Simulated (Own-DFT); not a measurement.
## Calculated data, InGa3As4 (zincblende random alloy, strained, atoms displaced)

Computed with Own-DFT development build. A calculation, not a measurement: plane-wave PBE density functional theory by an unreviewed code, no spin, of a simulated periodic cell, stress positive in tension, free energy of the whole cell less one offset for each atom, forces on such cells passed a denser k mesh, this cell's mesh not checked; offsets are fitted by least squares, one for each functional and potential file, so energies compare only between cells with the same atoms and settings and are not formation energies; the far tail of each file's local potential was reset to the Coulomb form; each entry is a single point on an unrelaxed cell, so the pressure reflects the starting lattice, mostly measured values, from which strain is counted, and rises with the displacements; printed positions are rounded, which can move forces by about a meV/angstrom; the program is a retired in-house code; no spin-orbit coupling; before rounding, a Quantum ESPRESSO 7.3.1 run of the same cell and cutoff gave forces within 1 meV/angstrom rms on each cell, which checks the program and not the settings.

```xyz
64
Lattice="11.3066 0.0000 0.0000 0.0000 11.3066 0.0000 0.0000 0.0000 11.7318" Properties=species:S:1:pos:R:3:force_x:R:1:force_y:R:1:force_z:R:1 formula=InGa3As4 functional=PBE potential_files=PseudoDojo_norm-conserving,scalar-relativistic,standard_set wave_cutoff=42 occupations=Fermi-Dirac smearing_width=0.1 k_mesh=3_x_3_x_3_centred_on_Gamma free_energy_of_cell_above_offsets=-20.811 pressure=6.13 stress_xx=-6.7 stress_yy=-6.81 stress_zz=-4.89 stress_yz=0.24 stress_xz=-0.33 stress_xy=-0.37
Ga    11.2382    11.3035    11.7099      0.652     -1.013      0.658
Ga     0.0141     2.7674     2.9621     -0.153     -0.109     -0.349
Ga     2.8640     0.0140     2.9291     -0.919      0.016      0.371
In     2.8269     2.8469    11.6673     -1.076     -1.138     -0.513
As     1.3868     1.3383     1.4290     -0.504     -0.177       0.75
As     1.4325     4.1851     4.3620     -0.283      0.672      0.398
As     4.1966     1.3755     4.3941      0.652      0.348       0.35
As     4.2530     4.0697     1.3845      1.375      2.742        1.6
In     0.0715    11.2597     5.9033      -1.24      0.347      0.584
In     0.0122     2.8863     8.8904     -0.419     -0.878     -0.986
Ga     2.8500     0.0548     8.8500     -0.141     -0.572     -0.874
Ga     2.7859     2.8162     5.8676      0.439     -0.143     -0.211
As     1.4069     1.4284     7.3075      1.539      0.411      1.174
As     1.4046     4.3008    10.2378     -1.129      0.724      2.486
As     4.2675     1.3620    10.2444     -0.129      0.569     -1.332
As     4.2863     4.1420     7.2955     -0.651      0.505     -0.179
Ga    11.2198     5.6400     0.1063      0.431      0.451     -0.667
Ga     0.0425     8.5077     2.8315     -0.228      0.279      1.333
Ga     2.7689     5.6097     2.8573      0.909     -0.296        0.2
Ga     2.8181     8.4052    11.6362       0.59       0.23      1.206
As     1.4163     7.1068     1.5036      0.221     -0.501     -0.964
As     1.4317     9.9092     4.5136      0.231      -0.47     -3.789
As     4.2840     7.1070     4.3207      -1.26     -2.815      0.737
As     4.2168     9.9968     1.5077     -1.898     -1.774     -0.038
Ga     0.0337     5.7657     5.8664      0.118      -0.72     -0.037
Ga    11.2983     8.5448     8.8141      0.005      -0.67      0.341
In     2.7609     5.7063     8.8815      1.687      -0.51     -1.229
In     2.8206     8.4389     5.8313      0.861     -0.157      0.062
As     1.4816     7.1073     7.3724     -2.543      0.113     -0.208
As     1.5125     9.8378    10.2918     -1.149      0.892      -0.38
As     4.2964     7.0891    10.2439      0.682     -0.052      1.494
As     4.2420     9.8323     7.3469      0.612      1.057      1.027
In     5.6125    11.2841     0.0479      1.339      0.043     -0.871
Ga     5.6560     2.8091     2.8957      0.125     -0.161        0.6
Ga     8.4128     0.0153     3.0054      0.554      0.188     -0.327
Ga     8.4131     2.8214    11.7129      0.629      0.319     -0.038
As     7.1010     1.4451     1.4377      0.459      0.209      1.123
As     7.0691     4.2613     4.3805     -0.097     -0.528      0.229
As     9.9173     1.3860     4.4735     -0.604      0.368     -1.448
As     9.8892     4.2285     1.4968      -0.35     -0.632        0.2
Ga     5.6650    11.2772     5.9433     -0.608     -0.068     -0.459
Ga     5.5883     2.8159     8.7987      0.692     -0.183      0.135
Ga     8.5174     0.0223     8.8033      -0.46      0.259     -0.322
Ga     8.5811     2.8033     5.8423     -1.073      0.305      0.117
As     7.0154     1.4197     7.2859      0.942       0.39      0.631
As     6.9885     4.2859    10.3197       0.95      -1.02     -1.343
As     9.9284     1.3631    10.3120     -1.383      0.078      0.191
As     9.9319     4.2095     7.2802     -0.722      1.268     -0.306
Ga     5.7693     5.6552    11.7235      -1.64      0.028      0.563
In     5.6412     8.4602     2.9171      0.525      0.897      -0.91
Ga     8.5076     5.6332     2.9936     -0.682     -0.085     -0.938
In     8.4700     8.5319    11.7014     -0.304     -0.472      0.336
As     7.0139     7.0731     1.3931      0.955     -1.341      0.789
As     7.0136     9.9236     4.3984      0.944      0.369      1.111
As     9.8960     7.0070     4.3249      0.428      1.269       0.57
As     9.8467     9.8368     1.4977      0.933      1.731      0.967
Ga     5.5578     5.6122     5.8197      0.721       0.29      0.186
Ga     5.6234     8.4399     8.8472       0.78      0.656     -0.676
Ga     8.4894     5.6494     8.8082     -0.077     -0.587      -0.28
Ga     8.4738     8.4945     5.8712     -0.115     -0.382     -0.074
As     7.0592     7.0209     7.3958     -0.367      0.154      -0.77
As     7.1301     9.8950    10.2057     -1.201      0.688     -1.309
As     9.7926     7.0373    10.2935      2.043     -0.793     -1.012
As     9.8772     9.8895     7.3792     -0.614     -0.614      0.322
```

Units: wave_cutoff in hartree; smearing_width, free_energy_of_cell_above_offsets in eV; pressure, stress_xx, stress_yy, stress_zz, stress_yz, stress_xz, stress_xy in GPa; force_x, force_y, force_z in eV/Å.
